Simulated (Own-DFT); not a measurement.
Hf36O71 (tetragonal hafnia with one neutral oxygen vacancy, atoms displaced) (calculated)

Computed with Own-DFT development build. A calculation, not a measurement: plane-wave PBE and HSE06 DFT by an unreviewed code, no spin, of a simulated cell at Gamma alone, so results move with cell size and shape, stress positive in tension, energies less offsets, not probed for a lower state with spin; hafnium file: forces about 75 meV/angstrom off all-electron values; oxygen file: force components 24 meV/angstrom off all-electron in a glass; k mesh not checked against a denser one; forces and stress are PBE's, HSE06 gives the energy alone, and its difference from PBE has offsets of its own; offsets are fitted by least squares, one for each functional and potential file, so energies compare only between cells with the same atoms and settings and are not formation energies; the far tail of each file's local potential was reset to the Coulomb form; each entry is a single point on an unrelaxed cell, so the pressure reflects the starting lattice, taken from the Materials Project, from which strain is counted, and rises with the displacements; printed positions are rounded, which can move forces by about a meV/angstrom; the program is a retired in-house code; no spin-orbit coupling.

```xyz
107
Lattice="10.7800 0.0000 0.0000 0.0000 10.7800 0.0000 0.0000 0.0000 10.4493" Properties=species:S:1:pos:R:3:force_x:R:1:force_y:R:1:force_z:R:1 formula=Hf36O71 first_functional=PBE second_functional=HSE06 exact_exchange_share=0.25 screening=0.11 exchange_divergence=Gygi-Baldereschi potential_files=PseudoDojo_norm-conserving,scalar-relativistic,made_for_PBE,standard_set wave_cutoff=48 occupations=fixed k_mesh=1_x_1_x_1_centred_on_Gamma PBE_energy_of_cell_above_offsets=-96.718 HSE06_less_PBE_above_offsets=0.065 PBE_pressure=2.47 PBE_stress_xx=-2.65 PBE_stress_yy=-1.94 PBE_stress_zz=-2.82 PBE_stress_yz=0.35 PBE_stress_xz=-0.56 PBE_stress_xy=0.1
Hf     0.0287     0.0130    10.4178      0.154      1.875      0.822
Hf     1.7649     1.7759     2.6241      0.744      0.931     -0.656
O      0.1043     1.8275     1.5027     -2.295     -0.778      1.148
O      1.7662     0.0238     3.6740     -0.196     -0.957     -0.573
O      0.0455     1.8417     4.0989     -0.778     -0.974      0.856
O      1.7880    10.7628     1.0358      0.094     -0.441     -0.502
Hf     0.0032    10.7388     5.2170      0.673      0.506     -0.371
Hf     1.6740     1.8166     7.8741      1.868      0.541     -0.215
O     10.7183     1.7523     6.8971      0.283      0.105     -1.416
O      1.7536     0.0340     8.8269        0.1     -2.077      0.302
O      0.0205     1.8057     9.4919      0.081      0.219     -0.506
O      1.8229     0.0059     6.2298     -0.532     -0.598       0.24
Hf    10.7721     3.7499    10.4267      1.832     -4.197      1.583
Hf     1.7402     5.4772     2.6186      1.086     -2.587     -0.188
O     10.7719     5.3818     1.6103     -0.381       0.44     -0.389
O      1.8619     3.6267     3.6627      0.173     -0.245      -0.52
O      0.0045     5.2759     4.1844     -0.158      2.076      0.551
O      1.7796     3.5853     1.0769      0.698      1.077     -0.816
Hf    10.6858     3.5463     5.1655      1.786     -0.216      0.319
Hf     1.8707     5.4453     7.8343     -2.004     -2.799      0.945
O      0.0233     5.4099     6.9189      -0.18     -0.038     -0.799
O      1.8022     3.5882     8.8460     -0.212      1.424     -0.234
O      0.0518     5.3717     9.4855      -0.47      3.951     -1.608
O      1.6992     3.5068     6.1998      0.486      0.686      0.094
Hf     0.0252     7.3188    10.3531     -1.122     -1.664      2.953
Hf     1.8257     8.9526     2.6190      0.661      1.553      0.657
O      0.0900     8.9301     1.5800     -1.343     -0.437     -0.621
O      1.8198     7.1644     3.6621     -0.079      0.571      0.325
O      0.0486     8.9316     4.2370     -0.056      0.263      0.196
O      1.8296     7.1334     1.0003     -1.194      0.124     -0.184
Hf    10.7553     7.2141     5.3136     -0.057       -0.6     -2.246
Hf     1.8108     8.9247     7.8543     -0.696       3.08      -0.72
O      0.0157     8.9683     6.8446      0.086      -0.45     -0.239
O      1.8362     7.1859     8.8759      0.111      0.246      0.527
O      0.0693     8.9878     9.3729     -0.159     -0.027     -0.297
O      1.7452     7.0344     6.2656      1.371      1.141       0.34
Hf     3.6020    10.7198    10.4348      0.095      3.566       1.51
Hf     5.3444     1.7212     2.5828      -0.33      1.016     -0.079
O      3.5764     1.7513     1.5788     -0.129      0.018      0.593
O      5.4282     0.0336     3.6330     -0.166     -1.105      0.068
O      3.6577     1.7524     4.2187     -0.359      1.221     -0.045
O      5.4388     0.0443     1.0851     -0.534      -0.72     -0.969
Hf     3.6414     0.0636     5.2431     -1.276      0.152     -0.865
Hf     5.4522     1.8680     7.8816     -1.578     -1.376     -0.756
O      3.5479     1.8175     6.8172      1.061      0.298      0.432
O      5.3615     0.0337     8.8296     -0.029     -0.946      -0.08
O      3.5139     1.8090     9.5007      0.464     -0.152     -0.126
O      5.3874    10.7728     6.1474      0.399     -0.365       1.51
Hf     3.6363     3.6326     0.0342     -1.244     -1.988      0.619
Hf     5.3862     5.3681     2.6464      0.372     -0.654       -0.4
O      3.6739     5.4635     1.6210     -1.671     -0.032     -0.576
O      5.4436     3.4855     3.6380     -0.464      1.749      0.453
O      3.5691     5.3719     4.1438      0.546      1.041      1.422
O      5.3600     3.5906     1.0250      1.039      0.258     -0.344
Hf     3.5455     3.6467     5.1910     -0.324     -2.396      0.074
Hf     5.3521     5.4194     7.8330      0.988      -1.82       0.44
O      3.5305     5.3989     6.8686      1.942     -0.007     -1.677
O      5.3861     3.5530     8.8545      0.009      1.839     -0.384
O      3.6558     5.3571     9.4195     -0.396      1.385     -0.427
Hf     3.5074     7.1846    10.4029      2.525     -0.517       2.02
Hf     5.4198     8.9610     2.5818     -0.511      0.147      0.602
O      3.5831     9.0123     1.5418     -0.035     -0.225      0.005
O      5.3663     7.1842     3.6474      0.203     -0.281      0.862
O      3.5965     8.9915     4.1060      -0.09     -0.567      1.637
O      5.3874     7.2171     1.0870     -0.165      0.492     -1.519
Hf     3.5923     7.1478     5.2564       0.16      0.663     -2.278
Hf     5.2492     8.9232     7.8215      3.867      2.085      1.118
O      3.6295     8.9830     6.8481     -2.579     -0.926     -1.165
O      5.4121     7.1883     8.8306     -0.526      0.255      0.422
O      3.6303     9.0413     9.4753     -0.416     -2.499     -1.939
O      5.4287     7.2140     6.2686     -1.803     -0.372      0.317
Hf     7.2144    10.7724     0.0639     -0.481      0.613     -0.636
Hf     8.9858     1.7846     2.6519      0.129       -0.9      -0.57
O      7.1347     1.8552     1.5737      1.888      0.029     -0.257
O      8.9489    10.7447     3.7252      0.941      0.782     -1.195
O      7.1884     1.8016     4.1334      0.886     -0.275      0.949
O      8.9555    10.7474     1.0909      1.079      0.308     -0.183
Hf     7.1333    10.7691     5.1843      1.046      0.174      -0.64
Hf     8.9444     1.8221     7.7846      0.769     -0.993      1.677
O      7.2421     1.7775     6.8373     -2.107      0.373     -1.237
O      8.9996     0.0185     8.8945      0.017      -0.68     -0.309
O      7.1927     1.8212     9.3719      0.163     -0.288      0.731
O      9.0151     0.0726     6.2034     -0.747      -0.84      0.651
Hf     7.2983     3.5849    10.4410     -1.902     -0.086      0.327
Hf     8.9867     5.3398     2.5962     -0.672      1.502       -0.1
O      7.1387     5.4338     1.6035      0.826     -0.839      0.017
O      9.0068     3.5892     3.6690     -0.483     -0.436     -0.453
O      7.1930     5.3851     4.1948      0.148     -0.684      0.415
O      9.0300     3.6320     0.9956     -0.639      0.034      0.937
Hf     7.2346     3.5480     5.2295     -2.703      0.019     -1.006
Hf     9.0666     5.4205     7.8036     -1.875     -1.114      0.624
O      7.1347     5.3447     6.8122      0.991      0.243     -0.114
O      9.0469     3.5631     8.8683       -0.3      1.442     -0.296
O      7.1935     5.4060     9.4338      0.014     -0.702     -0.393
O      8.9212     3.5091     6.2265        1.5      0.748      0.791
Hf     7.1403     7.1915    10.3642     -0.187     -0.392      2.344
Hf     8.9360     8.9711     2.5695      0.505     -0.295      0.755
O      7.1981     9.0030     1.6364     -0.718      0.513     -1.018
O      8.9836     7.1891     3.5545      0.255     -0.578      1.096
O      7.1544     9.0617     4.1091     -0.002     -1.855      1.194
O      8.8422     7.2407     1.1220      1.926     -0.107     -2.572
Hf     7.1356     7.0698     5.2611      0.935       1.56     -1.404
Hf     8.9446     9.0020     7.8330     -0.646      1.471     -0.279
O      7.1968     8.9222     6.8614     -0.498      0.369     -0.198
O      8.8999     7.1942     8.7392      1.036     -0.024      1.234
O      7.2029     8.9906     9.5012      0.212      0.466     -0.557
O      8.9948     7.1802     6.1972     -0.722     -0.514      0.449
```

Units: screening in 1/bohr; wave_cutoff in hartree; PBE_energy_of_cell_above_offsets, HSE06_less_PBE_above_offsets in eV; PBE_pressure, PBE_stress_xx, PBE_stress_yy, PBE_stress_zz, PBE_stress_yz, PBE_stress_xz, PBE_stress_xy in GPa; force_x, force_y, force_z in eV/Å.
